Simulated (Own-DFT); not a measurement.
# Strain and stress in wurtzite AlGaN with randomly placed atoms, 72 atoms (Al9Ga27N36)

All numbers below are calculated, not measured. They come from Own-DFT, an in-house plane-wave density functional program, since retired, whose code no person has reviewed. Each row is one single-point run on a periodic cell that was not relaxed, without spin or spin-orbit coupling.

Settings of every run: PBEsol; PseudoDojo norm-conserving scalar-relativistic files, made for PBE; cutoff 42 hartree; 4 x 4 x 3 k mesh centred on Gamma; Fermi-Dirac smearing of 0.1 eV.

Known limits: forces on such cells passed a denser k mesh, each cell not checked; stress not checked against mesh or cutoff.

Unstrained cell vectors in Å: (9.509, 0.000, 0.000); (-4.755, 8.235, 0.000); (0.000, 0.000, 10.268). The unstrained cell has measured lattice constants (interpolated for alloys), not those of this functional. That, the random moves and any unrelaxed bonds set the pressure at no strain. Each run strains this cell uniformly, with the atoms carried along. Every atom was also moved at random, by a Gaussian of width 0.05 Å on each axis. The random placing of the alloy's atoms differs from row to row. Strain is the symmetric tensor, in per cent. Stress is positive in tension, and the pressure is minus a third of its trace.

| run | e_xx (%) | e_yy (%) | e_zz (%) | s_xx (GPa) | s_yy (GPa) | s_zz (GPa) | P (GPa) | E (meV/atom) |
|---|---|---|---|---|---|---|---|---|
| 1 | -0.25 | -0.25 | 0.00 | -2.28 | -2.32 | -5.46 | 3.35 | 2.9 |
| 2 | -0.75 | -0.75 | 0.00 | -6.67 | -7.03 | -3.63 | 5.78 | 12.5 |
| 3 | -2.25 | -2.25 | 0.00 | -14.36 | -11.84 | -9.14 | 11.78 | 15.5 |
| 4 | 0.50 | 0.50 | 0.00 | 0.40 | 1.57 | -5.05 | 1.03 | 17.9 |
| 5 | 2.00 | 2.00 | 0.00 | 8.28 | 6.07 | 0.30 | -4.88 | 0.0 |
| 6 | -2.75 | -2.75 | 0.00 | -18.77 | -18.96 | -8.18 | 15.30 | 52.5 |
| 7 | -1.25 | -1.25 | 0.00 | -9.38 | -9.70 | -4.74 | 7.94 | 13.6 |
| 8 | 1.25 | 1.25 | 0.00 | 4.59 | 2.55 | -1.61 | -1.85 | 9.3 |
| 9 | -1.50 | -1.50 | 0.00 | ? | ? | ? | ? | ? |

E is the free energy for each atom above the lowest run shown.

## Worked fit

The change of volume is close to e_xx + e_yy + e_zz. A straight line through the runs shown gives P = 3.06 - 206 x (fractional change of volume) GPa, with an error of 7 on the slope and a scatter of 0.62 GPa. The strain isn't the same on all axes and the cell isn't cubic, so the slope belongs to this path and is not the bulk modulus.

## Withheld run

Question: what pressure should run 9 give? Its volume changes by -2.98 %.

The line gives 9.2 GPa. The calculation gave 9.11 GPa.
